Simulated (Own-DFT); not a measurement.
In3GaAs4 (zincblende random alloy, strained, atoms displaced) (calculated)

Computed with Own-DFT development build. A calculation, not a measurement: plane-wave PBE density functional theory by an unreviewed code, no spin, of a simulated periodic cell, stress positive in tension, free energy of the whole cell less one offset for each atom, forces on such cells passed a denser k mesh, this cell's mesh not checked; offsets are fitted by least squares, one for each functional and potential file, so energies compare only between cells with the same atoms and settings and are not formation energies; the far tail of each file's local potential was reset to the Coulomb form; each entry is a single point on an unrelaxed cell, so the pressure reflects the starting lattice, mostly measured values, from which strain is counted, and rises with the displacements; printed positions are rounded, which can move forces by about a meV/angstrom; the program is a retired in-house code; no spin-orbit coupling.

Entry: In3GaAs4 (zincblende random alloy, strained, atoms displaced)

```cif
# cell vector a (Å): 11.7374 0.0000 0.0000
# cell vector b (Å): 0.0000 11.7374 0.0000
# cell vector c (Å): 0.0000 0.0000 12.0731
data_In3GaAs4
_symmetry_space_group_name_H-M 'P 1'
_symmetry_Int_Tables_number 1
_cell_length_a 11.7374
_cell_length_b 11.7374
_cell_length_c 12.0731
_cell_angle_alpha 90.000
_cell_angle_beta 90.000
_cell_angle_gamma 90.000
_cell_volume 1663.27
loop_
_atom_site_label
_atom_site_type_symbol
_atom_site_fract_x
_atom_site_fract_y
_atom_site_fract_z
_atom_site_occupancy
In1 In 0.99451 0.00243 0.99919 1
Ga1 Ga 0.00187 0.25184 0.24348 1
In2 In 0.25168 0.00049 0.24556 1
In3 In 0.25591 0.24172 0.99511 1
As1 As 0.12283 0.12642 0.12935 1
As2 As 0.12733 0.37144 0.37201 1
As3 As 0.36891 0.12378 0.38234 1
As4 As 0.37257 0.36809 0.12361 1
Ga2 Ga 0.99523 0.99364 0.49782 1
In4 In 0.99733 0.24846 0.74852 1
In5 In 0.24571 0.99609 0.74688 1
In6 In 0.24872 0.25940 0.49870 1
As5 As 0.12437 0.12303 0.62135 1
As6 As 0.11866 0.37827 0.87082 1
As7 As 0.37363 0.13094 0.87364 1
As8 As 0.37822 0.37483 0.62694 1
In7 In 0.99658 0.50124 0.99798 1
In8 In 0.99656 0.74758 0.24802 1
Ga3 Ga 0.25045 0.50127 0.24464 1
In9 In 0.25574 0.74885 0.99852 1
As9 As 0.12891 0.62861 0.12735 1
As10 As 0.12369 0.88324 0.37253 1
As11 As 0.37455 0.62575 0.37374 1
As12 As 0.37530 0.87909 0.12441 1
In10 In 0.99735 0.49628 0.49658 1
Ga4 Ga 0.99972 0.75158 0.75340 1
In11 In 0.25190 0.49887 0.75167 1
In12 In 0.25351 0.74655 0.50105 1
As13 As 0.11864 0.61606 0.61953 1
As14 As 0.12279 0.87508 0.87068 1
As15 As 0.37384 0.61518 0.87620 1
As16 As 0.37596 0.87448 0.62161 1
In13 In 0.50233 0.00842 0.00339 1
In14 In 0.49510 0.24970 0.25006 1
In15 In 0.74506 0.99773 0.24636 1
In16 In 0.74676 0.25179 0.99451 1
As17 As 0.63434 0.12606 0.12857 1
As18 As 0.62854 0.37230 0.37228 1
As19 As 0.88224 0.12727 0.37455 1
As20 As 0.87355 0.37306 0.12940 1
In17 In 0.50155 0.99997 0.49725 1
In18 In 0.50288 0.25704 0.75299 1
Ga5 Ga 0.74899 0.99537 0.74904 1
Ga6 Ga 0.74837 0.25184 0.49973 1
As21 As 0.62476 0.12430 0.62961 1
As22 As 0.62545 0.37471 0.88442 1
As23 As 0.87340 0.12560 0.88525 1
As24 As 0.87527 0.37139 0.61929 1
Ga7 Ga 0.50451 0.50377 0.99414 1
Ga8 Ga 0.49838 0.76067 0.25345 1
In19 In 0.75277 0.50140 0.24917 1
In20 In 0.75172 0.75012 0.99460 1
As25 As 0.62296 0.62998 0.12658 1
As26 As 0.62500 0.87087 0.37560 1
As27 As 0.86828 0.62775 0.37750 1
As28 As 0.87155 0.86639 0.12614 1
In21 In 0.49028 0.49778 0.49413 1
In22 In 0.50418 0.75507 0.74146 1
In23 In 0.75293 0.49914 0.74871 1
In24 In 0.74685 0.74581 0.50095 1
As29 As 0.61948 0.62471 0.61801 1
As30 As 0.62103 0.88089 0.88516 1
As31 As 0.87032 0.63224 0.86957 1
As32 As 0.87720 0.87802 0.61824 1
```

```
functional                        : PBE
potential files                   : PseudoDojo norm-conserving, scalar-relativistic, standard set
wave cutoff                       : 42 hartree
occupations                       : Fermi-Dirac
smearing width                    : 0.1 eV
k mesh                            : 3 x 3 x 3 centred on Gamma
free energy of cell above offsets : -24.874 eV
pressure                          : 5.64 GPa
stress xx                         : -6 GPa
stress yy                         : -5.99 GPa
stress zz                         : -4.92 GPa
stress yz                         : -0.13 GPa
stress xz                         : -0.06 GPa
stress xy                         : 0.88 GPa
```

Force:
| element | x (eV/Å) | y (eV/Å) | z (eV/Å) |
| --- | --- | --- | --- |
| In | 0.657 | -0.871 | 0.947 |
| Ga | -0.027 | -0.099 | 0.59 |
| In | -0.179 | 0.358 | 0.597 |
| In | -1.844 | 1.209 | 0.745 |
| As | -0.431 | 0.485 | -0.362 |
| As | -0.561 | 0.883 | -1.788 |
| As | 0.362 | 0.152 | -0.663 |
| As | 0.154 | 2.027 | -0.31 |
| Ga | 0.602 | 0.869 | -0.264 |
| In | -0.015 | -0.493 | 0.05 |
| In | 0.525 | 0.51 | -0.12 |
| In | 0.086 | -0.813 | 0.726 |
| As | -0.724 | -0.332 | -0.645 |
| As | 0.563 | -0.62 | 0.516 |
| As | 0.761 | -1.496 | -1.107 |
| As | -0.353 | 0.09 | -0.021 |
| In | 0.039 | 0.319 | 0.394 |
| In | 0.508 | 0.129 | 0.85 |
| Ga | 0.098 | -0.263 | 0.209 |
| In | -0.302 | 0.122 | -0.156 |
| As | 0.183 | -0.957 | 0.053 |
| As | -0.495 | -0.635 | 0.826 |
| As | -0.193 | 0.205 | -2.004 |
| As | 0.868 | -0.769 | 0.285 |
| In | -0.194 | -0.125 | -0.791 |
| Ga | 0.052 | -0.126 | -0.835 |
| In | -0.711 | -0.133 | -0.617 |
| In | -1.133 | 0.286 | -0.196 |
| As | 0.242 | 1.429 | 1.344 |
| As | -0.503 | -0.774 | 0.344 |
| As | 1.431 | 0.755 | 0.183 |
| As | -0.208 | 0.333 | 0.157 |
| In | -0.408 | 0.505 | 0.237 |
| In | 0.335 | -0.54 | 0.43 |
| In | 1.15 | -0.29 | 1.002 |
| In | 0.63 | -0.239 | 1.367 |
| As | -1.136 | 0.784 | -0.366 |
| As | 0.035 | -0.305 | 0.829 |
| As | -0.276 | 0.237 | 0.295 |
| As | 0.724 | -0.462 | -0.255 |
| In | 0.126 | 0.176 | 0.215 |
| In | 0.168 | -0.454 | -0.06 |
| Ga | 0.114 | 0.283 | 0.331 |
| Ga | 0.119 | -0.463 | -0.13 |
| As | 1.166 | 0.054 | -0.253 |
| As | -0.725 | 1.621 | -0.742 |
| As | -0.692 | -0.394 | -2.32 |
| As | -0.982 | -0.521 | -0.08 |
| Ga | -0.343 | -0.141 | 1.066 |
| Ga | -0.116 | -0.671 | -0.308 |
| In | -0.541 | 0.152 | 0.013 |
| In | -0.719 | 0.049 | 0.569 |
| As | -1.093 | -0.115 | -0.154 |
| As | -0.479 | -0.039 | -0.591 |
| As | 0.877 | -0.399 | -0.318 |
| As | 0.176 | 0.873 | -0.359 |
| In | 1.007 | -0.334 | -0.069 |
| In | -0.13 | -0.288 | 1.311 |
| In | -0.553 | -0.135 | -0.43 |
| In | 0.149 | 0.58 | 0.323 |
| As | 0.179 | -0.861 | 0.607 |
| As | 0.678 | -0.092 | -1.893 |
| As | 1.241 | -0.155 | -0.528 |
| As | 0.06 | -0.072 | 1.326 |
